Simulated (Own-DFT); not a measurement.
# Which defects push the lattice out? 2H SiC

The numbers are computed, not measured, by runs of the plane-wave DFT program Own-DFT (in-house, retired, unreviewed) at fixed positions, with no spin and no spin-orbit coupling.

Method: PBE; PseudoDojo norm-conserving scalar-relativistic files; cutoff 42 hartree; 4 x 4 x 3 k mesh centred on Gamma; Fermi-Dirac smearing of 0.1 eV.

Known weak points (not all hold for every row): not probed for a lower state with spin; forces on such cells moved up to 12 meV/angstrom on a denser k mesh; forces on such cells passed a denser k mesh, each cell not checked; stress not checked against mesh or cutoff.

All runs share one cell, with vectors in Å (9.248, 0.000, 0.000); (-4.624, 8.009, 0.000); (0.000, 0.000, 10.068) and a volume of 745.7 Å³. Atoms were moved at random from their sites; u is the rms move along one axis. The defect's site can differ from row to row.

```
cell,formula,u (Å),P (GPa)
no defect,C36Si36,0.0256,3.65
no defect,C36Si36,0.0315,3.97
no defect,C36Si36,0.0596,6.63
one Si on a C site,C35Si37,0.0299,10.21
one Si on a C site,C35Si37,0.0301,?
one Si on a C site,C35Si37,0.0505,11.81
one Si on a C site,C35Si37,0.0516,11.73
one Al on a Si site and one N on a C site,AlC35NSi35,0.0302,4.04
one Al on a Si site and one N on a C site,AlC35NSi35,0.0306,4.21
one Al on a Si site and one N on a C site,AlC35NSi35,0.0471,5.02
one C vacancy,C35Si36,0.0290,3.73
one C vacancy,C35Si36,0.0301,3.83
one C vacancy,C35Si36,0.0309,3.73
two Al on a Si site each,Al2C36Si34,0.0295,5.86
two Al on a Si site each,Al2C36Si34,0.0519,7.10
two Al on a Si site each,Al2C36Si34,0.0548,7.98
```

## Worked fit

P = P0 + c u² + a shift for each defect gives P0 = 3.12 GPa, c = 938 ± 60 GPa/Å² and a scatter of 0.20 GPa. The shifts, and each times the cell's volume:

- one Si on a C site: 6.21 ± 0.16 GPa, 28.9 eV
- two Al on a Si site each: 1.80 ± 0.16 GPa, 8.4 eV (4.2 eV for each of its 2 sites)
- one Al on a Si site and one N on a C site: 0.03 ± 0.16 GPa, 0.1 eV (not resolved)
- one C vacancy: -0.21 ± 0.17 GPa, -1.0 eV (not resolved)

Positive is outwards. The product with the volume (160.2 GPa Å³ to the eV) is nearly free of the cell's size; divided by the bulk modulus at the cell's pressure it gives the volume that the defect adds. The atoms around the defects weren't relaxed, which would change these numbers.

## The run left out

Question: what pressure belongs in the blank (one Si on a C site, u = 0.0301 Å)?

The fitted form gives 10.19 ± 0.24 GPa. Computed: 10.34 GPa.
